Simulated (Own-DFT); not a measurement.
Simulation results for Si3N4 (beta silicon nitride, atoms displaced)

Computed with Own-DFT development build. A calculation, not a measurement: plane-wave PBE density functional theory by an unreviewed code, no spin, of a simulated periodic cell, stress positive in tension, free energy of the whole cell less one offset for each atom, forces on such cells moved up to 12 meV/angstrom on a denser k mesh; offsets are fitted by least squares, one for each functional and potential file, so energies compare only between cells with the same atoms and settings and are not formation energies; the far tail of each file's local potential was reset to the Coulomb form; each entry is a single point on an unrelaxed cell, so the pressure reflects the starting lattice, mostly measured values (interpolated for alloys), from which strain is counted, and rises with the displacements; printed positions are rounded, which can move forces by about a meV/angstrom; the program, named Own-DFT, is a retired in-house code; no spin-orbit coupling; before rounding, a Quantum ESPRESSO 7.3.1 run of the same cell and cutoff gave forces within 1 meV/angstrom rms on each cell, which checks the program and not the settings.

Common to all runs: functional PBE; potential files PseudoDojo norm-conserving, scalar-relativistic, standard set; wave cutoff 42 hartree; occupations Fermi-Dirac; smearing width 0.1 eV; k mesh 2 x 2 x 4 centred on Gamma.

(1) Si3N4 (beta silicon nitride, atoms displaced)

```
CELL_PARAMETERS angstrom
15.21200 0.00000 0.00000
-7.60600 13.17400 0.00000
0.00000 0.00000 5.81800
ATOMIC_POSITIONS crystal
Si 0.09112 0.37913 0.13816
Si 0.11704 0.20187 0.10767
Si 0.30011 0.41410 0.13185
Si 0.40603 0.11634 0.37259
Si 0.38612 0.29262 0.38322
Si 0.20916 0.09406 0.38627
N 0.16580 0.01622 0.12575
N 0.48547 0.14441 0.11913
N 0.34688 0.32941 0.12738
N 0.33165 0.48191 0.37851
N 0.01696 0.35228 0.36380
N 0.14781 0.16138 0.36987
N 0.15928 0.33128 0.12382
N 0.33137 0.16506 0.38254
Si 0.08417 0.38287 0.62401
Si 0.12143 0.20614 0.63807
Si 0.29339 0.41227 0.63261
Si 0.41272 0.11258 0.87836
Si 0.38869 0.29910 0.87979
Si 0.20624 0.09142 0.86971
N 0.16177 0.01214 0.61997
N 0.48601 0.14797 0.63288
N 0.35074 0.33861 0.62589
N 0.33548 0.47843 0.88056
N 0.01616 0.34932 0.86332
N 0.14852 0.16447 0.87056
N 0.16873 0.32969 0.62193
N 0.33437 0.16668 0.88279
Si 0.08543 0.88257 0.12728
Si 0.11543 0.69579 0.11150
Si 0.30242 0.91736 0.11834
Si 0.41486 0.61328 0.37099
Si 0.38331 0.79539 0.37054
Si 0.20768 0.58398 0.38151
N 0.16929 0.51034 0.12064
N 0.48813 0.65182 0.13733
N 0.34919 0.83770 0.10987
N 0.33376 0.98961 0.37391
N 0.01548 0.85293 0.37351
N 0.15748 0.67209 0.36440
N 0.16842 0.83284 0.13314
N 0.33366 0.66780 0.37458
Si 0.08543 0.87766 0.62324
Si 0.11695 0.70705 0.62109
Si 0.29648 0.91370 0.62650
Si 0.40853 0.61435 0.87786
Si 0.38272 0.79797 0.88534
Si 0.20045 0.58522 0.86339
N 0.15922 0.51721 0.62719
N 0.48960 0.65172 0.62011
N 0.35203 0.83844 0.63015
N 0.34114 0.98704 0.88505
N 0.01738 0.84882 0.88450
N 0.15695 0.66712 0.87652
N 0.17099 0.83050 0.61776
N 0.32587 0.65726 0.87314
Si 0.59024 0.38737 0.13302
Si 0.61250 0.20024 0.12743
Si 0.79612 0.41003 0.11329
Si 0.90563 0.11286 0.37516
Si 0.88489 0.30735 0.36997
Si 0.69971 0.08608 0.36961
N 0.66100 0.01760 0.11483
N 0.98666 0.15405 0.12919
N 0.84729 0.33182 0.10937
N 0.83229 0.48442 0.37179
N 0.51552 0.34976 0.37284
N 0.64805 0.16620 0.37516
N 0.67043 0.33129 0.12446
N 0.83552 0.17014 0.38539
Si 0.58045 0.38527 0.61600
Si 0.61653 0.20100 0.62850
Si 0.79937 0.41075 0.63640
Si 0.91058 0.11743 0.86274
Si 0.89228 0.30291 0.87583
Si 0.70218 0.08867 0.88661
N 0.66544 0.02053 0.62594
N 0.99396 0.15193 0.63716
N 0.84510 0.33058 0.62736
N 0.83478 0.47935 0.89173
N 0.51352 0.34730 0.87002
N 0.64805 0.16533 0.88058
N 0.66446 0.33451 0.61659
N 0.83361 0.17531 0.87680
Si 0.58722 0.88537 0.12681
Si 0.61028 0.69264 0.13833
Si 0.79989 0.91396 0.11420
Si 0.92021 0.61983 0.37384
Si 0.88589 0.80079 0.35985
Si 0.70625 0.58965 0.37829
N 0.66222 0.51993 0.12332
N 0.98184 0.64490 0.13795
N 0.84838 0.83108 0.12231
N 0.83198 0.98475 0.37336
N 0.51273 0.84066 0.36904
N 0.65077 0.67051 0.37803
N 0.66987 0.83786 0.12205
N 0.83388 0.66703 0.37343
Si 0.59067 0.88836 0.61061
Si 0.61868 0.70310 0.64127
Si 0.80119 0.91246 0.62210
Si 0.92002 0.62175 0.88286
Si 0.88317 0.79989 0.86959
Si 0.69728 0.59012 0.87167
N 0.66426 0.51184 0.62693
N 0.98100 0.65248 0.61937
N 0.84437 0.83458 0.63178
N 0.83828 0.98880 0.87442
N 0.51940 0.85687 0.88302
N 0.64875 0.66600 0.86604
N 0.67370 0.83296 0.62135
N 0.82924 0.66023 0.87179
```

- free energy of cell above offsets: -8.934 eV
- pressure: 7.86 GPa
- stress xx: -8.57 GPa
- stress yy: -6.33 GPa
- stress zz: -8.7 GPa
- stress yz: 1.68 GPa
- stress xz: 0.46 GPa
- stress xy: 0.07 GPa

Force:
| element | x (eV/Å) | y (eV/Å) | z (eV/Å) |
| --- | --- | --- | --- |
| Si | -5.225 | 2.918 | -3.316 |
| Si | -1.778 | -0.254 | 4.309 |
| Si | -1.148 | -2.902 | -0.263 |
| Si | 5.27 | 0.246 | 0.785 |
| Si | -2.749 | 2.197 | -0.603 |
| Si | -3.687 | -4.406 | -2.299 |
| N | 0.173 | 0.505 | -0.122 |
| N | -2.303 | 0.033 | 2.053 |
| N | 0.109 | 0.542 | 0.95 |
| N | 0.042 | 1.571 | 0.551 |
| N | -1.779 | -0.224 | 2.7 |
| N | -0.331 | 1.431 | 0.705 |
| N | 8.286 | -1.658 | -0.349 |
| N | 1.177 | 2.377 | 0.179 |
| Si | 1.524 | -0.297 | -1.211 |
| Si | -0.828 | -1.945 | -4.626 |
| Si | 1.662 | -0.633 | -0.898 |
| Si | 0.244 | 2.153 | -0.937 |
| Si | -2.082 | -0.751 | -0.638 |
| Si | -0.343 | -2.851 | 1.314 |
| N | 0.667 | 0.521 | 1.212 |
| N | -1.673 | -0.432 | -1.663 |
| N | 1.752 | -1.309 | 0.15 |
| N | -0.137 | 2.835 | 0.023 |
| N | 1.105 | 0.863 | 2.293 |
| N | 2.554 | -0.713 | 0.645 |
| N | -2.593 | 3.072 | 0.13 |
| N | 0.444 | 0.501 | -0.435 |
| Si | 2.753 | 2.285 | 0.405 |
| Si | -0.888 | 3.084 | 3.009 |
| Si | -2.598 | -1.342 | 2.648 |
| Si | -1.195 | 0.597 | 2.346 |
| Si | -1.24 | 1.146 | 0.715 |
| Si | -2.383 | 0.678 | -2.815 |
| N | -0.562 | 1.268 | 0.511 |
| N | -2.495 | -1.691 | -2.856 |
| N | 0.942 | -0.661 | 3.949 |
| N | 0.252 | -2.436 | 0.343 |
| N | -0.46 | -0.819 | 0.685 |
| N | 0.542 | -1.793 | 1.586 |
| N | -0.469 | -0.625 | -0.96 |
| N | 1.806 | -1.025 | 0 |
| Si | 0.271 | 2.006 | 0.608 |
| Si | 1.622 | -3.116 | -0.963 |
| Si | 1.36 | 1.502 | -0.25 |
| Si | 2.304 | -0.259 | -0.734 |
| Si | 2.473 | -0.76 | -3.476 |
| Si | 0.167 | -1.449 | 3.546 |
| N | 0.59 | -2.39 | -1.489 |
| N | -2.038 | -1.259 | 1.58 |
| N | 0.882 | -0.728 | -1.12 |
| N | -0.921 | -1.29 | -3.014 |
| N | -1.652 | -1.16 | -2.403 |
| N | -2.001 | 0.259 | -2.443 |
| N | -2.805 | 2.058 | 0.647 |
| N | 1.393 | 3.66 | 0.117 |
| Si | 1.393 | -0.58 | -2.499 |
| Si | 0.759 | 1.099 | -0.143 |
| Si | 0.052 | -0.631 | 4.885 |
| Si | 3.273 | 2.555 | -0.041 |
| Si | 1.331 | -2.84 | -0.136 |
| Si | 0.794 | 2.306 | 0.73 |
| N | 0.351 | -1.64 | 3.281 |
| N | -1.201 | -1.098 | -0.907 |
| N | 0.273 | 0.794 | 2.164 |
| N | 1.003 | 0.316 | 0.849 |
| N | -1.216 | -0.726 | -1.087 |
| N | 1.115 | -0.974 | -0.005 |
| N | -3.217 | 0.204 | 0.036 |
| N | -1.819 | 0.064 | -0.558 |
| Si | 3.991 | -0.61 | 2.456 |
| Si | -1.156 | 1.79 | -0.042 |
| Si | -3.189 | 0.992 | -1.894 |
| Si | 0.918 | 2.154 | 2.31 |
| Si | -1.735 | -1.271 | -1.201 |
| Si | 0.253 | 2.539 | -3.253 |
| N | 0.057 | -1.542 | -0.395 |
| N | -3.326 | -1.283 | -1.779 |
| N | 1.195 | 0.615 | -0.312 |
| N | 0.65 | 4.758 | -4.712 |
| N | 1.34 | 1.268 | 1.446 |
| N | 0.601 | -0.457 | -0.293 |
| N | 0.324 | -0.352 | 0.536 |
| N | 1.319 | -3.28 | -0.01 |
| Si | 1.684 | -0.137 | -0.63 |
| Si | 0.849 | 4.821 | -2.496 |
| Si | -1.392 | -0.045 | 1.294 |
| Si | -5.269 | -3.899 | 1.259 |
| Si | 0.295 | -2.116 | 3.354 |
| Si | -0.61 | -0.467 | 0.085 |
| N | -0.322 | -0.962 | 0.546 |
| N | 3.636 | 2.115 | -3.978 |
| N | -1.234 | 1.486 | -1.261 |
| N | 0.619 | -0.754 | -0.297 |
| N | -0.086 | 1.274 | 0.551 |
| N | 2.734 | -2.052 | 1.927 |
| N | 0.018 | -1.992 | 0.02 |
| N | 0.861 | 1.557 | -0.079 |
| Si | 0.953 | -1.088 | 2.503 |
| Si | -2.501 | 2.432 | -4.909 |
| Si | -3.042 | 2.359 | 0.262 |
| Si | -3.335 | -3.09 | -0.717 |
| Si | 1.892 | -2.506 | 0.29 |
| Si | 3.363 | -2.17 | -0.179 |
| N | -0.89 | 2.092 | -0.521 |
| N | 3.589 | 1.551 | 2.859 |
| N | 3.975 | -1.678 | -1.94 |
| N | -0.041 | -1.085 | -0.979 |
| N | -1.538 | -1.657 | -2.44 |
| N | 0.56 | -0.698 | 4.947 |
| N | -2.965 | 0.788 | 0.241 |
| N | 0.065 | 2.624 | 0.05 |

(2) Si3N4 (beta silicon nitride, atoms displaced)

```
CELL_PARAMETERS angstrom
15.21200 0.00000 0.00000
-7.60600 13.17400 0.00000
0.00000 0.00000 5.81800
ATOMIC_POSITIONS crystal
Si 0.08691 0.37928 0.12867
Si 0.11866 0.20020 0.13006
Si 0.30391 0.40753 0.13285
Si 0.41711 0.12217 0.37401
Si 0.38694 0.29399 0.36657
Si 0.20036 0.08115 0.38367
N 0.17047 0.01520 0.12422
N 0.48402 0.14764 0.12994
N 0.34927 0.33248 0.13384
N 0.32823 0.48185 0.38652
N 0.01681 0.34406 0.38102
N 0.15110 0.17179 0.36949
N 0.16179 0.33429 0.14201
N 0.32931 0.16422 0.36788
Si 0.09001 0.38005 0.61667
Si 0.11581 0.20448 0.61609
Si 0.30249 0.41082 0.63243
Si 0.41726 0.12440 0.88190
Si 0.38743 0.30319 0.87699
Si 0.19297 0.07979 0.87204
N 0.16180 0.00705 0.62446
N 0.47819 0.15007 0.62491
N 0.35251 0.32829 0.61751
N 0.33306 0.48839 0.87906
N 0.01964 0.35417 0.88565
N 0.15267 0.17194 0.88506
N 0.16968 0.33220 0.62726
N 0.32925 0.16407 0.86906
Si 0.08536 0.88508 0.14063
Si 0.11490 0.70654 0.13178
Si 0.29829 0.91757 0.11961
Si 0.41040 0.61169 0.38974
Si 0.38131 0.79853 0.37506
Si 0.20547 0.58958 0.38542
N 0.16825 0.51899 0.13047
N 0.49622 0.65882 0.12434
N 0.35143 0.83744 0.13750
N 0.32985 0.98426 0.38381
N 0.01863 0.85648 0.38364
N 0.14916 0.66509 0.38298
N 0.17356 0.83782 0.12436
N 0.33895 0.67286 0.38070
Si 0.08350 0.88172 0.61782
Si 0.11537 0.69961 0.61849
Si 0.29682 0.90690 0.61922
Si 0.40598 0.61428 0.87228
Si 0.38325 0.79859 0.86219
Si 0.19929 0.59034 0.87496
N 0.16826 0.51615 0.61205
N 0.47361 0.64255 0.62881
N 0.35263 0.83344 0.60358
N 0.33184 0.98448 0.88453
N 0.01866 0.85021 0.86889
N 0.15006 0.66306 0.87678
N 0.16714 0.83370 0.62496
N 0.32860 0.66621 0.87301
Si 0.58940 0.37552 0.12241
Si 0.60678 0.19575 0.12028
Si 0.79655 0.41339 0.11605
Si 0.91416 0.11535 0.38317
Si 0.87922 0.29899 0.38281
Si 0.69884 0.07947 0.36965
N 0.66947 0.01840 0.13591
N 0.98612 0.15059 0.11574
N 0.85213 0.33325 0.12264
N 0.83577 0.48111 0.38333
N 0.51568 0.35030 0.37068
N 0.65380 0.16797 0.36841
N 0.66552 0.33713 0.13438
N 0.83322 0.16907 0.37705
Si 0.58309 0.38383 0.62054
Si 0.61507 0.20150 0.60526
Si 0.80679 0.42324 0.63790
Si 0.90697 0.10904 0.87901
Si 0.88918 0.29450 0.87118
Si 0.69637 0.08134 0.87205
N 0.66796 0.01923 0.62876
N 0.98304 0.15567 0.61880
N 0.85524 0.33445 0.63046
N 0.82884 0.48565 0.87485
N 0.51572 0.34851 0.88257
N 0.65202 0.16789 0.87080
N 0.66807 0.33855 0.61416
N 0.83163 0.16719 0.88835
Si 0.58409 0.88392 0.11404
Si 0.61654 0.70443 0.13594
Si 0.79672 0.91122 0.12401
Si 0.91016 0.61730 0.37059
Si 0.88449 0.79561 0.38285
Si 0.70577 0.59028 0.38443
N 0.66704 0.51665 0.11641
N 0.98970 0.65342 0.12283
N 0.85025 0.83236 0.12556
N 0.83775 0.98565 0.37640
N 0.51116 0.85206 0.38147
N 0.64854 0.65950 0.37611
N 0.66916 0.83622 0.11239
N 0.82714 0.66391 0.38630
Si 0.58520 0.88701 0.62367
Si 0.61261 0.70239 0.62403
Si 0.79602 0.91482 0.63704
Si 0.91273 0.61596 0.86224
Si 0.88670 0.79976 0.87697
Si 0.70326 0.58685 0.86770
N 0.66796 0.51838 0.63988
N 0.98146 0.64549 0.62702
N 0.84807 0.83590 0.64644
N 0.83458 0.98557 0.87752
N 0.51257 0.85105 0.88262
N 0.64884 0.66227 0.86641
N 0.66420 0.83589 0.62465
N 0.83535 0.67188 0.88022
```

* free energy of cell above offsets: -7.708 eV
* pressure: 8.18 GPa
* stress xx: -8.29 GPa
* stress yy: -4.99 GPa
* stress zz: -11.26 GPa
* stress yz: -0.54 GPa
* stress xz: -1.03 GPa
* stress xy: 0.59 GPa

Force:
| element | x (eV/Å) | y (eV/Å) | z (eV/Å) |
| --- | --- | --- | --- |
| Si | -2.183 | 3.408 | 1.01 |
| Si | -4.822 | 2.928 | -1.665 |
| Si | -7.093 | 3.278 | 0.101 |
| Si | -3.227 | -3.763 | 1.208 |
| Si | -0.401 | -0.874 | 1.538 |
| Si | -0.22 | 1.958 | -1.487 |
| N | -1.511 | -0.981 | 1.118 |
| N | -0.894 | 0.194 | -0.452 |
| N | 2.062 | -0.881 | -1.656 |
| N | 1.605 | 0.09 | -1.396 |
| N | -2.217 | -0.309 | -0.815 |
| N | 3.762 | -3.341 | 2.935 |
| N | 6.734 | -1.906 | -0.684 |
| N | 1.095 | 0.453 | -0.009 |
| Si | -0.926 | 1.742 | 1.903 |
| Si | -1.015 | -0.039 | 2.227 |
| Si | -1.636 | -0.074 | -0.022 |
| Si | -2.923 | -3.345 | -1.471 |
| Si | 0.53 | -3.592 | -0.432 |
| Si | 1.725 | 2.78 | 0.345 |
| N | -0.711 | 2.693 | 0.189 |
| N | 3.426 | 1.576 | 0.221 |
| N | -1.419 | 1.985 | 0.9 |
| N | 1.294 | -3.713 | 0.95 |
| N | -0.28 | -0.541 | -2.697 |
| N | 1.815 | -2.273 | -3.513 |
| N | 1.144 | 0.579 | 0.452 |
| N | -0.3 | 1.356 | 0.488 |
| Si | 2.906 | 0.029 | -4.01 |
| Si | 3.179 | 0.443 | -0.783 |
| Si | 1.442 | -0.751 | 2.948 |
| Si | -1.227 | 0.931 | -4.202 |
| Si | 3.297 | -1.783 | -3.512 |
| Si | 0.783 | 0.278 | -3.222 |
| N | -0.379 | -0.787 | -0.396 |
| N | -6.132 | -3.356 | 0.56 |
| N | -0.862 | 0.512 | -3.865 |
| N | 0.804 | 1.78 | -1.251 |
| N | -3.321 | -2.366 | -1.959 |
| N | 0.385 | -0.045 | -2.042 |
| N | -3.522 | -1.823 | 0.432 |
| N | -0.511 | -2.17 | -0.302 |
| Si | 3.59 | -0.597 | 3.634 |
| Si | -1.052 | 1.367 | 2.735 |
| Si | -1.372 | 2.361 | 1.228 |
| Si | 0.987 | 1.881 | 2.611 |
| Si | -0.79 | -1.127 | 2.507 |
| Si | 2.632 | -3.862 | 0.495 |
| N | -0.426 | -1.347 | 3.458 |
| N | 4.171 | 2.381 | 1.009 |
| N | -2.765 | 1.741 | 5.855 |
| N | 1.173 | 1.969 | -3.431 |
| N | -1.261 | -0.19 | 2.184 |
| N | -3.729 | 2.559 | -0.146 |
| N | -0.571 | -1.765 | -0.214 |
| N | 0.841 | 1.496 | 0.062 |
| Si | -5.333 | 5.641 | 0.274 |
| Si | 4.453 | 3.168 | -0.193 |
| Si | 1.07 | -1.608 | 2.667 |
| Si | -1.821 | 1.489 | -3.372 |
| Si | 3.517 | -1.261 | -2.125 |
| Si | 1.452 | 5.834 | 3.071 |
| N | -0.894 | -4.198 | -4.701 |
| N | -0.079 | -1.028 | 1.453 |
| N | -1.898 | 1.621 | -0.482 |
| N | 0.039 | 2.711 | -2.583 |
| N | -0.149 | -0.385 | -0.422 |
| N | -0.425 | -1.268 | -0.964 |
| N | 6.014 | -4.427 | -0.651 |
| N | -0.249 | -1.905 | 0.248 |
| Si | 2.344 | 1.108 | 1.178 |
| Si | -0.76 | 2.259 | 2.825 |
| Si | -0.659 | -5.649 | -2.966 |
| Si | 0.42 | 4.857 | -0.189 |
| Si | -0.253 | 0.694 | 1.605 |
| Si | 1.462 | 4.398 | 2.366 |
| N | -0.53 | -3.018 | -1.209 |
| N | 1.841 | -0.468 | 2.691 |
| N | -2.954 | 2.294 | 1.393 |
| N | 0.72 | 2.366 | 2.084 |
| N | -0.582 | -0.342 | -1.136 |
| N | -1.391 | -0.685 | -0.435 |
| N | 0.71 | -1.32 | 0.648 |
| N | 0.318 | -2.595 | -0.731 |
| Si | 1.275 | -0.017 | 3.945 |
| Si | 3.174 | 0.37 | -2.542 |
| Si | 0.567 | 0.699 | 1.201 |
| Si | 1.272 | -1.551 | 0.005 |
| Si | -1.711 | 0.798 | 0.396 |
| Si | -2.048 | -4.418 | -1.738 |
| N | 0.186 | -1.096 | 2.146 |
| N | -3.407 | -1.398 | 0.053 |
| N | -0.196 | 0.726 | 1.46 |
| N | -0.201 | -1.328 | 0.506 |
| N | 1.99 | 1.162 | -1.31 |
| N | -2.168 | 2.056 | 0.778 |
| N | -0.756 | -0.41 | 0.621 |
| N | 3.98 | 3.018 | -0.249 |
| Si | -0.02 | -0.623 | -0.066 |
| Si | -0.225 | -0.631 | 0.759 |
| Si | -0.067 | -0.834 | -2.315 |
| Si | -1.386 | 1.086 | 3.263 |
| Si | 0.941 | -0.594 | 0.908 |
| Si | -0.131 | 2.094 | 3.734 |
| N | -0.353 | -2.96 | -4.364 |
| N | 1.058 | 0.942 | -2.282 |
| N | 0.199 | 0.203 | -3.282 |
| N | -0.18 | -1.961 | 0.563 |
| N | -0.14 | 0.459 | -2.77 |
| N | -1.156 | 1.265 | 1.084 |
| N | 0.304 | -0.768 | -0.199 |
| N | 1.137 | -1.723 | -0.313 |
